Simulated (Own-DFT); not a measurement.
# Hybrid less PBE against volume: corundum Al2O3, 78 atoms (Al32O46), with two O vacancies

These are calculations. Each geometry was run twice at fixed positions with Own-DFT, a retired in-house plane-wave program that no person has reviewed: with PBE, and with HSE06 (exact exchange share 0.25 at short range, screening 0.11 per bohr, Gygi-Baldereschi treatment of its divergence). Both used PseudoDojo norm-conserving files made for PBE, a cutoff of 48 hartree, the Gamma point alone, fixed occupations, a neutral cell and no spin. With Gamma alone and a thickness of 7.9 Å, finite-size errors remain in every number. The oxygen file's force components were 24 meV/Å off all-electron values in a glass.

Unstrained cell vectors in Å: (5.494, 0.000, 8.660); (-2.747, 4.758, 8.660); (-2.747, -4.758, 8.660), volume V0 = 679.1 Å³, from measured lattice constants. Each geometry has its own random strain of a few per cent, its own defect sites and random moves of rms u per axis. HSE06 gave the energy alone. D is its energy less that of PBE, over the lowest D shown. The PBE stress wasn't checked against mesh or cutoff.

| run | V - V0 (Å³) | u (Å) | P with PBE (GPa) | D (eV) |
|---|---|---|---|---|
| 1 | -6.0 | 0.0292 | 9.32 | 0.468 |
| 2 | -4.4 | 0.0515 | 10.99 | 0.693 |
| 3 | -4.4 | 0.0335 | 9.38 | 0.496 |
| 4 | 3.8 | 0.0316 | 5.74 | 0.802 |
| 5 | 5.4 | 0.0286 | 5.38 | 0.851 |
| 6 | -16.1 | 0.0309 | 13.74 | 0.000 |
| 7 | 24.5 | 0.0506 | 0.53 | 1.753 |
| 8 | -12.0 | 0.0307 | 12.16 | 0.159 |
| 9 | 5.7 | 0.0486 | 7.38 | 1.002 |
| 10 | -16.0 | 0.0298 | 13.91 | 0.045 |
| 11 | -2.0 | 0.0498 | 9.84 | 0.644 |
| 12 | -11.0 | 0.0305 | 11.58 | 0.193 |
| 13 | 1.2 | 0.0515 | 9.73 | ? |

## Working it out

D = 0.57 + 0.0392 (V - V0) + 88 u² eV, with an error of 0.0012 on the volume slope, 18 on the last term and a scatter of 0.04 eV. Pressure is -dE/dV, and 1 eV/Å³ is 160.2 GPa, so HSE06 changes the pressure by -6.3 ± 0.2 GPa. With the ions held to the strained lattice, the PBE pressure falls by 255 ± 7 GPa per unit of volume strain; the shape of the strain isn't fitted, so the true error is larger, and a relaxed crystal would be softer. On that slope HSE06's volume at a given pressure is about 2.5 % smaller, or 0.8 % in lengths. At u = 0 and V0 the PBE pressure is 6.4 GPa, which puts the zero-pressure volume, against the measured cell and with the defects in, at +2.5 % for PBE and +0.0 % for HSE06, each good to a few tenths of a per cent.

## Prediction

The question: what D should run 13 give?

The fitted form gives 0.85 eV, with rows scattering by 0.04. The calculation gave 0.770 eV.
